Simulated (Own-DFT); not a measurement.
# Computed records: GaP (zincblende, atoms displaced)

All values are calculated (Own-DFT development build). A calculation, not a measurement: plane-wave PBE density functional theory by an unreviewed code, no spin, of a simulated periodic cell, stress positive in tension, free energy of the whole cell less one offset for each atom, forces on such cells passed a denser k mesh, this cell's mesh not checked; offsets are fitted by least squares, one for each functional and potential file, so energies compare only between cells with the same atoms and settings and are not formation energies; the far tail of each file's local potential was reset to the Coulomb form; each entry is a single point on an unrelaxed cell, so the pressure reflects the starting lattice, mostly measured values (interpolated for alloys), from which strain is counted, and rises with the displacements; printed positions are rounded, which can move forces by about a meV/angstrom; the program, named Own-DFT, is a retired in-house code; no spin-orbit coupling.

Settings shared by all entries: functional PBE; potential files PseudoDojo norm-conserving, scalar-relativistic, standard set; wave cutoff 42 hartree; occupations Fermi-Dirac; smearing width 0.1 eV; k mesh 2 x 3 x 3 centred on Gamma.

(1) GaP (zincblende, atoms displaced)

```
GaP
1.0
     16.3515     0.0000     0.0000
      0.0000    10.9010     0.0000
      0.0000     0.0000    10.9010
Ga P Ga P Ga P Ga P Ga P Ga P Ga P Ga P Ga P Ga P Ga P Ga P
4 4 4 4 4 4 4 4 4 4 4 4 4 4 4 4 4 4 4 4 4 4 4 4
Direct
  0.00783 0.99699 0.00266
  0.99730 0.25261 0.24666
  0.16199 0.99848 0.24741
  0.17205 0.25882 0.00102
  0.08662 0.12763 0.12510
  0.07762 0.37775 0.37109
  0.24231 0.12992 0.37275
  0.25286 0.36765 0.12098
  0.99421 0.01594 0.49081
  0.99705 0.25700 0.75208
  0.16877 0.01432 0.75649
  0.16312 0.24815 0.50194
  0.08948 0.13977 0.63163
  0.07836 0.37138 0.87411
  0.25560 0.12549 0.87784
  0.24744 0.37374 0.62155
  0.00983 0.52428 0.98709
  0.98959 0.75821 0.24158
  0.17449 0.50287 0.24587
  0.16472 0.74011 0.01963
  0.07900 0.61690 0.11922
  0.08015 0.87010 0.38645
  0.24598 0.61690 0.39254
  0.24718 0.88386 0.13241
  0.00419 0.50431 0.50903
  0.00649 0.74578 0.76537
  0.15650 0.49415 0.75351
  0.16658 0.76011 0.50721
  0.09280 0.62446 0.61487
  0.07869 0.88314 0.88552
  0.25802 0.61335 0.86792
  0.25574 0.89018 0.62458
  0.33681 0.98855 0.00743
  0.34364 0.26093 0.24332
  0.49369 0.00471 0.24478
  0.50131 0.27054 0.99325
  0.42895 0.11981 0.13395
  0.42318 0.35348 0.38588
  0.58586 0.10462 0.39007
  0.57568 0.38277 0.13070
  0.32561 0.01105 0.49976
  0.32927 0.25673 0.76225
  0.50757 0.00771 0.72852
  0.50420 0.24017 0.51604
  0.41997 0.13392 0.62791
  0.41774 0.37936 0.86831
  0.57889 0.13023 0.87272
  0.58481 0.38208 0.62083
  0.34303 0.50327 0.99313
  0.33799 0.74925 0.25033
  0.50281 0.50026 0.23304
  0.49479 0.74571 0.99317
  0.41756 0.61848 0.11253
  0.41388 0.88337 0.38516
  0.58322 0.61532 0.35946
  0.57165 0.88600 0.12735
  0.33751 0.49705 0.51036
  0.33373 0.74899 0.74378
  0.51220 0.49840 0.75015
  0.48985 0.76311 0.50952
  0.42155 0.62789 0.63189
  0.41613 0.87573 0.85763
  0.58318 0.64391 0.86692
  0.58015 0.87223 0.62150
  0.65989 0.01359 0.01254
  0.66415 0.23202 0.24331
  0.83299 0.01992 0.24859
  0.83964 0.25133 0.00875
  0.74923 0.13956 0.13531
  0.74854 0.38161 0.35672
  0.92482 0.11977 0.36464
  0.91929 0.37201 0.12947
  0.67739 0.99904 0.50489
  0.66447 0.25930 0.75652
  0.83716 0.99983 0.76038
  0.83971 0.25398 0.48389
  0.74975 0.11933 0.61652
  0.74976 0.38035 0.86493
  0.91667 0.12543 0.88835
  0.92111 0.35805 0.62114
  0.66164 0.51019 0.00498
  0.66934 0.73160 0.23701
  0.83762 0.51773 0.24875
  0.83824 0.75536 0.99786
  0.73828 0.63108 0.13565
  0.75417 0.86602 0.37419
  0.91495 0.63424 0.37846
  0.90768 0.88550 0.12982
  0.67445 0.49857 0.51121
  0.66558 0.74490 0.75935
  0.82247 0.49207 0.75703
  0.83704 0.76088 0.49873
  0.74352 0.64101 0.63196
  0.75037 0.88421 0.87875
  0.91715 0.61982 0.89390
  0.90613 0.90029 0.62960
```

```
free energy of cell above offsets : -38.512 eV
pressure                          : 5.01 GPa
stress xx                         : -5.16 GPa
stress yy                         : -4.78 GPa
stress zz                         : -5.09 GPa
stress yz                         : -0.68 GPa
stress xz                         : 0.01 GPa
stress xy                         : 0.54 GPa
```

Force:
```tsv
element	x (eV/Å)	y (eV/Å)	z (eV/Å)
Ga	-2.089	1.465	1.585
Ga	1.171	-0.243	0.107
Ga	-0.276	0.277	1.524
Ga	-0.942	-1.393	-0.83
P	-0.314	0.508	-0.294
P	1.002	0.141	0.148
P	0.843	0.124	-0.684
P	1.144	1.994	0.365
Ga	2.031	-1.844	2.788
Ga	0.232	-1.796	0.688
Ga	-0.274	-1.024	-0.257
Ga	0.458	1.233	-1.202
P	-1.888	-1.415	0.268
P	0.434	0.596	1.022
P	-0.212	-0.041	1.34
P	0.061	0.034	0.953
Ga	-0.35	-4.11	0.124
Ga	1.086	-0.336	0.926
Ga	-0.835	-0.675	0.528
Ga	1.285	1.139	-1.846
P	1.185	1.493	3.385
P	-0.63	0.714	-1.472
P	1.008	0.899	-1.32
P	0.57	-1.774	-0.259
Ga	-0.921	-0.548	-1.036
Ga	-0.876	0.282	-1.345
Ga	1.765	0.139	-0.536
Ga	1.211	0.45	-0.306
P	-1.317	0.398	2.173
P	2.711	-1.741	-1.477
P	-1.867	0.985	0.379
P	-1.533	-1.374	1.139
Ga	0.674	0.743	-0.688
Ga	-0.69	-1.604	0.578
Ga	1.931	-2.063	3.941
Ga	-0.063	-1.618	0.383
P	-3.211	3.195	-3.448
P	-0.169	2.458	-0.626
P	-0.519	1.406	-1.367
P	3.018	-2.627	-2.122
Ga	1.068	0.986	-0.699
Ga	0.29	-0.1	-1.656
Ga	-0.807	-0.181	1.509
Ga	1.266	0.389	-1.469
P	-2.163	-0.689	0.759
P	0.524	0.347	-0.19
P	0.509	0.261	0.25
P	0.434	-0.964	0.229
Ga	-1.668	-1.148	-0.201
Ga	-0.697	-0.127	0.687
Ga	-2.258	1.068	3.011
Ga	0.056	1.741	-0.158
P	0.089	1.257	1.73
P	-0.521	0.079	-1.244
P	-0.21	0.939	2.04
P	1.57	-1.998	-0.695
Ga	0.469	-0.401	-0.412
Ga	-0.467	0.175	0.111
Ga	-1.128	0.814	0.165
Ga	1.004	-1.254	-1.215
P	-0.255	-0.954	-0.305
P	0.419	0.467	1.164
P	-1.134	-2.849	2.276
P	2.051	-0.093	0.152
Ga	0.348	-0.551	-0.58
Ga	-2.591	2.422	2.877
Ga	-0.791	-1.806	0.841
Ga	-0.997	0.642	-0.585
P	1.316	-1.629	-2.836
P	0.329	-0.404	1.266
P	-1.653	2.014	-0.666
P	-0.162	2.256	-0.802
Ga	-1.031	-2.262	-0.938
Ga	-0.062	-1.18	-1.317
Ga	-1.78	1.919	0.834
Ga	-1.224	-0.539	-0.228
P	1.566	2.359	2.042
P	-1.552	-1.815	3.948
P	0.647	-0.085	-0.812
P	-1.283	2.641	-0.19
Ga	-0.04	-0.434	-0.785
Ga	-4.889	5.718	4.85
Ga	-0.59	-1.183	-0.226
Ga	-1.568	0.288	0.714
P	6.113	-3.814	-5.505
P	-1.001	1.18	-1.283
P	0.951	-0.596	0.524
P	0.955	0.213	-0.965
Ga	-0.227	0.39	-1.803
Ga	0.952	3.213	-1.044
Ga	2.797	2.418	-2.62
Ga	-0.216	-0.091	1.182
P	2.1	-1.303	-0.927
P	-0.805	-0.533	0.566
P	-1.87	0.946	-3.045
P	2.976	-2.612	-1.559
```

(2) GaP (zincblende, atoms displaced)

```
GaP
1.0
     16.3515     0.0000     0.0000
      0.0000    10.9010     0.0000
      0.0000     0.0000    10.9010
Ga P Ga P Ga P Ga P Ga P Ga P Ga P Ga P Ga P Ga P Ga P Ga P
4 4 4 4 4 4 4 4 4 4 4 4 4 4 4 4 4 4 4 4 4 4 4 4
Direct
  0.99460 0.00408 0.99834
  0.00391 0.24867 0.25041
  0.18348 0.00792 0.25042
  0.16117 0.24544 0.99720
  0.07306 0.12382 0.12681
  0.08706 0.37175 0.38181
  0.25294 0.13333 0.36085
  0.24086 0.38648 0.11678
  0.99730 0.00323 0.49725
  0.00776 0.23853 0.75325
  0.17359 0.00382 0.72428
  0.16095 0.24916 0.47420
  0.07149 0.13077 0.61559
  0.08926 0.38111 0.87162
  0.24485 0.14369 0.88121
  0.24499 0.37911 0.64053
  0.00171 0.48970 0.99604
  0.99593 0.73645 0.23920
  0.15798 0.48703 0.24582
  0.15815 0.73677 0.99359
  0.08028 0.63749 0.11190
  0.08665 0.86419 0.38926
  0.24267 0.62131 0.38705
  0.25426 0.88885 0.12902
  0.00096 0.50470 0.48112
  0.00470 0.73693 0.75895
  0.17034 0.49145 0.75310
  0.17745 0.75039 0.48612
  0.08611 0.61576 0.62549
  0.08818 0.87882 0.88389
  0.25183 0.63162 0.86900
  0.25438 0.86974 0.62642
  0.34821 0.99888 0.99966
  0.33587 0.23998 0.24726
  0.48706 0.99167 0.24762
  0.48760 0.24197 0.00218
  0.42097 0.13513 0.12335
  0.42858 0.37539 0.37475
  0.58884 0.11987 0.36117
  0.58930 0.37289 0.12130
  0.32928 0.98877 0.49975
  0.33399 0.25833 0.75971
  0.48937 0.99129 0.74519
  0.49934 0.25828 0.49314
  0.41546 0.12780 0.62897
  0.41098 0.38591 0.86803
  0.59229 0.13278 0.88864
  0.57969 0.37664 0.62316
  0.32751 0.48949 0.99957
  0.33680 0.74496 0.23815
  0.49292 0.50584 0.24031
  0.49075 0.74295 0.01322
  0.41995 0.62493 0.13736
  0.43053 0.88733 0.37210
  0.59709 0.61729 0.36432
  0.58665 0.87275 0.11454
  0.33566 0.49382 0.51269
  0.33523 0.74964 0.74514
  0.49762 0.49271 0.75291
  0.49803 0.76176 0.50177
  0.42331 0.63046 0.62304
  0.41841 0.87436 0.87074
  0.57414 0.62444 0.87752
  0.58818 0.87987 0.62610
  0.66911 0.00094 0.00710
  0.66872 0.25014 0.24610
  0.82240 0.00725 0.25595
  0.82838 0.25763 0.98762
  0.75459 0.11688 0.12438
  0.75224 0.36348 0.36710
  0.92185 0.12504 0.37208
  0.91626 0.38130 0.12736
  0.67269 0.99509 0.48125
  0.67097 0.23783 0.74386
  0.83608 0.01211 0.75191
  0.82976 0.24994 0.50365
  0.75662 0.13631 0.63590
  0.74253 0.38600 0.86487
  0.92420 0.13220 0.86715
  0.93511 0.38331 0.63447
  0.67355 0.51249 0.00479
  0.66617 0.75139 0.25170
  0.82698 0.49797 0.25039
  0.82579 0.73593 0.01352
  0.74857 0.62512 0.12150
  0.75222 0.87927 0.38475
  0.92859 0.62048 0.38406
  0.91538 0.87765 0.12744
  0.66889 0.48782 0.50393
  0.66983 0.75134 0.75396
  0.83405 0.51122 0.76277
  0.83178 0.74504 0.48370
  0.74528 0.61684 0.62998
  0.73663 0.85058 0.88572
  0.91290 0.60779 0.86878
  0.91421 0.86932 0.60949
```

```
free energy of cell above offsets : -35.182 eV
pressure                          : 5.45 GPa
stress xx                         : -5.15 GPa
stress yy                         : -5.64 GPa
stress zz                         : -5.57 GPa
stress yz                         : 1.09 GPa
stress xz                         : 1.26 GPa
stress xy                         : 0.32 GPa
```

Force:
```tsv
element	x (eV/Å)	y (eV/Å)	z (eV/Å)
Ga	0.301	-0.811	0.02
Ga	-1.022	0.907	0.26
Ga	-3.642	-1.093	-0.203
Ga	-1.207	0.903	1.286
P	2.256	-0.461	-0.246
P	-2.494	1.793	-2.537
P	0.341	-0.262	2.94
P	0.753	-2.228	0.903
Ga	-0.029	-1.461	-0.271
Ga	0.211	2.697	-0.019
Ga	-1.369	1.09	1.868
Ga	2.155	-1.791	3.562
P	3.097	-0.961	-0.828
P	-1.021	-1.557	0.756
P	1.823	-2.796	-1.357
P	1.747	-2.273	-2.931
Ga	-0.377	0.696	-0.052
Ga	0.283	1.798	0.93
Ga	0.232	2.16	0.152
Ga	2.595	2.088	-0.903
P	-0.767	-3.26	1.747
P	-0.608	1.585	-2.147
P	2.985	-2.532	-3.081
P	0.892	-2.039	-1.747
Ga	2.475	-2.57	4.109
Ga	-0.319	0.798	-0.737
Ga	-0.953	2.629	0.279
Ga	-2.057	0.971	3.187
P	0.547	0.69	-0.427
P	-0.607	0.532	-1.585
P	-0.13	-0.711	0.745
P	-0.336	-0.345	-0.864
Ga	-2.108	0.748	-0.105
Ga	0.431	2.892	-0.537
Ga	4.439	2.894	-3.435
Ga	3.523	2.989	-2.504
P	-1.625	-2.57	1.655
P	-3.01	0.8	-1.067
P	-1.091	0.163	0.663
P	-1.383	0.617	-0.363
Ga	1.18	1.41	-0.512
Ga	-0.923	-0.939	-1.015
Ga	2.561	1.267	-0.243
Ga	1.563	-2.243	1.146
P	-0.626	0.349	-0.789
P	0.75	-1.075	1.71
P	-1.712	-0.606	-1.023
P	0.458	-1.043	0.512
Ga	0.45	2	-0.335
Ga	-1.628	1.283	2.202
Ga	3.79	-1.967	1.746
Ga	1.702	0.991	-1.667
P	-2.426	-0.301	-2.433
P	-4.488	-3.191	2.88
P	-2.227	-0.156	1.296
P	-1.513	-0.153	1.454
Ga	-0.293	0.283	-0.527
Ga	0.537	-0.266	0.438
Ga	0.999	1.21	-0.537
Ga	2.148	-0.901	-0.213
P	-0.685	-0.498	0.159
P	-0.471	-1.283	0.991
P	0.882	0.043	0.177
P	-0.203	0.125	-0.236
Ga	-0.057	-0.324	-0.803
Ga	-0.269	-0.571	-0.671
Ga	2.587	-0.832	0.484
Ga	0.548	0.029	0.438
P	-0.618	1.892	-1.066
P	-0.18	0.706	1.198
P	-1.573	0.293	0.017
P	-0.065	-0.893	-0.113
Ga	-2.14	2.123	2.945
Ga	-2.101	2.008	1.177
Ga	0.21	-2.255	-0.097
Ga	2.42	0.776	-0.025
P	-0.286	-2.044	-2.028
P	0.487	-0.687	0.51
P	-1.71	-0.571	1.501
P	-2.198	-0.235	-0.82
Ga	-2.451	-1.534	-1.508
Ga	0.383	0.874	-0.549
Ga	1.129	0.439	0.161
Ga	2.748	1.869	-2.217
P	-0.222	-0.293	3.316
P	0.783	-1.937	-2.681
P	-4.057	2.099	-3.404
P	-1.067	-0.395	0.123
Ga	0.096	0.352	-0.709
Ga	-2.381	-1.57	-1.724
Ga	-1.854	-2.861	-3.49
Ga	0.415	-0.809	1.931
P	0.967	0.638	-0.846
P	2.931	2.977	1.282
P	2.666	3.466	3.546
P	0.104	0.207	1.823
```

(3) GaP (zincblende, atoms displaced)

```
GaP
1.0
     16.3515     0.0000     0.0000
      0.0000    10.9010     0.0000
      0.0000     0.0000    10.9010
Ga P Ga P Ga P Ga P Ga P Ga P Ga P Ga P Ga P Ga P Ga P Ga P
4 4 4 4 4 4 4 4 4 4 4 4 4 4 4 4 4 4 4 4 4 4 4 4
Direct
  0.99298 0.00781 0.99173
  0.99377 0.25136 0.24985
  0.16666 0.99798 0.24541
  0.15914 0.25181 0.99889
  0.08791 0.12496 0.12500
  0.08718 0.37875 0.37029
  0.24878 0.11907 0.38514
  0.25214 0.38405 0.10976
  0.01175 0.99976 0.49974
  0.99787 0.24822 0.75328
  0.15807 0.99762 0.76915
  0.16697 0.24543 0.50319
  0.08595 0.13138 0.62334
  0.08185 0.37478 0.86723
  0.24229 0.12229 0.87261
  0.24619 0.36412 0.62209
  0.98299 0.49916 0.00026
  0.00016 0.75465 0.26411
  0.16178 0.50234 0.24545
  0.15555 0.74586 0.99201
  0.07732 0.63745 0.12500
  0.08314 0.87608 0.37510
  0.24442 0.61421 0.38916
  0.25115 0.87502 0.12615
  0.00753 0.49975 0.49783
  0.99932 0.74519 0.75011
  0.16462 0.51910 0.75303
  0.16507 0.75928 0.49023
  0.07735 0.63115 0.62997
  0.08544 0.87690 0.89243
  0.25509 0.61020 0.89096
  0.25218 0.88596 0.63812
  0.33357 0.01426 0.00608
  0.33415 0.24323 0.26736
  0.50648 0.01170 0.24737
  0.49683 0.24910 0.99140
  0.41208 0.11901 0.13780
  0.42364 0.37569 0.35823
  0.58525 0.11041 0.38748
  0.58949 0.36185 0.12209
  0.33755 0.97818 0.50375
  0.34241 0.27414 0.73652
  0.50542 0.99528 0.74489
  0.50300 0.23668 0.48866
  0.42492 0.13551 0.63995
  0.42671 0.37431 0.88025
  0.57858 0.11675 0.87704
  0.57933 0.37421 0.61853
  0.32862 0.49396 0.00195
  0.33100 0.73911 0.25371
  0.49983 0.49573 0.25293
  0.50770 0.76906 0.01877
  0.41353 0.62431 0.12684
  0.41595 0.87038 0.37099
  0.57755 0.63531 0.36815
  0.59001 0.87314 0.10905
  0.33182 0.49589 0.50415
  0.32815 0.74406 0.75755
  0.49946 0.48627 0.74784
  0.49780 0.74289 0.51063
  0.41541 0.63060 0.63621
  0.42183 0.88052 0.84843
  0.57782 0.62810 0.87825
  0.58458 0.86945 0.61370
  0.66177 0.01322 0.02063
  0.66589 0.24096 0.26341
  0.83935 0.00105 0.23865
  0.83537 0.24801 0.98698
  0.74665 0.12708 0.13413
  0.75726 0.38589 0.38365
  0.92083 0.12266 0.38335
  0.91615 0.37426 0.13130
  0.67846 0.99946 0.50155
  0.67292 0.25808 0.76933
  0.83141 0.98423 0.72968
  0.83280 0.24475 0.49909
  0.74017 0.12385 0.62493
  0.74651 0.39562 0.87808
  0.91719 0.13204 0.88724
  0.92937 0.35997 0.62155
  0.66275 0.48674 0.99677
  0.66295 0.75053 0.24142
  0.83647 0.49849 0.25649
  0.83514 0.76028 0.99678
  0.74151 0.63670 0.12898
  0.75096 0.87768 0.35721
  0.92190 0.62573 0.36373
  0.90545 0.88473 0.12563
  0.65783 0.50362 0.49096
  0.65396 0.73539 0.74291
  0.83008 0.50605 0.74512
  0.83142 0.73773 0.49933
  0.74941 0.64622 0.61664
  0.75132 0.87491 0.87882
  0.92656 0.61595 0.87154
  0.91274 0.86611 0.61312
```

```
free energy of cell above offsets : -39.177 eV
pressure                          : 4.68 GPa
stress xx                         : -4.74 GPa
stress yy                         : -4.8 GPa
stress zz                         : -4.5 GPa
stress yz                         : 0.55 GPa
stress xz                         : 0.62 GPa
stress xy                         : -0.11 GPa
```

Force:
```tsv
element	x (eV/Å)	y (eV/Å)	z (eV/Å)
Ga	1.207	-1.125	2.372
Ga	1.519	-0.635	0.515
Ga	0.557	0.124	0.327
Ga	1.079	0.35	-0.585
P	-1.763	0.111	0.326
P	-0.41	-1.13	0.296
P	0.247	-0.551	-0.169
P	-2.066	-2.728	3.135
Ga	-1.323	0.212	0.742
Ga	0.958	-0.628	0.54
Ga	0.736	0.527	-1.825
Ga	-0.074	0.284	-1.248
P	-0.689	-1.283	1.503
P	-0.289	0.885	0.868
P	1.616	1.581	0.643
P	0.14	2.254	0.521
Ga	3.162	-1.231	1.256
Ga	-0.201	0.935	-2.117
Ga	0.839	0.465	-0.742
Ga	2.808	-0.944	1.877
P	-0.575	-1.316	0.206
P	0.467	0.642	-0.743
P	0.19	0.749	-1.369
P	-0.128	-0.832	-0.54
Ga	-0.633	-0.078	-0.06
Ga	-0.265	1.69	0.54
Ga	0.271	-1.576	-0.097
Ga	0.849	-0.544	2.003
P	1.569	0.079	-1.391
P	-2.742	0.372	-2.158
P	-2.022	2.799	-2.193
P	-1.444	-1.447	-0.115
Ga	-0.617	-1.44	-1.491
Ga	-0.875	0.494	-1.172
Ga	-0.392	-1.852	-0.108
Ga	0.86	-1.637	2.087
P	0.973	1.491	-0.754
P	-1.477	-1.189	2.88
P	0.823	0.355	-0.943
P	-1.23	0.115	0.773
Ga	0.225	2.032	0.332
Ga	-0.471	-1.461	1.489
Ga	0.814	0.536	-1.12
Ga	-1.071	1.319	1.045
P	-0.507	-0.963	-1.924
P	-2.696	1.143	-0.426
P	1.256	0.812	0.246
P	1.118	-0.604	0.046
Ga	3.831	0.218	-0.12
Ga	-0.698	0.366	0.332
Ga	1.359	1.266	-2.157
Ga	-4.348	-3.098	-3.733
P	0.925	0.013	-0.496
P	1.039	-0.337	-0.076
P	0.124	-0.699	0.272
P	0.958	2.146	4.148
Ga	0.843	-0.246	0.161
Ga	-0.022	0.468	0.123
Ga	0.365	1.857	-0.111
Ga	-0.498	0.589	-1.184
P	-0.416	-1.743	-0.424
P	-1.29	-0.993	3.538
P	-0.262	-1.268	0.455
P	0.492	0.819	0.417
Ga	1.304	0.236	-2.554
Ga	0.378	0.993	0.238
Ga	-1.751	2.127	2.553
Ga	-1.957	1.668	2.214
P	1.311	0.856	-0.438
P	-1.388	-1.122	-0.023
P	-0.494	-0.424	-0.948
P	-1.294	-0.309	-0.78
Ga	-1.08	-2.058	-1.096
Ga	-1.635	-0.817	-1.251
Ga	-0.783	0.934	1.59
Ga	0.146	0.152	0.692
P	2.062	1.45	1.394
P	2.553	-1.886	-0.985
P	-0.193	-0.963	-3.59
P	-2.482	1.787	-0.73
Ga	-1.121	2.841	1.611
Ga	-0.431	0.93	1.317
Ga	-0.787	0.918	-1.232
Ga	-0.335	-1.541	-0.099
P	2.144	-2.408	-1.506
P	0.315	-0.32	1.219
P	-0.826	-0.863	2.191
P	3.824	-2.05	-1.488
Ga	0.758	0.442	0.502
Ga	1.09	1.445	0.775
Ga	0.896	0.122	-0.959
Ga	1.277	1.665	-2.888
P	-1.72	-3.272	1.538
P	-1.268	0.646	-1.006
P	-3.151	1.96	-0.836
P	1.914	0.336	0.15
```
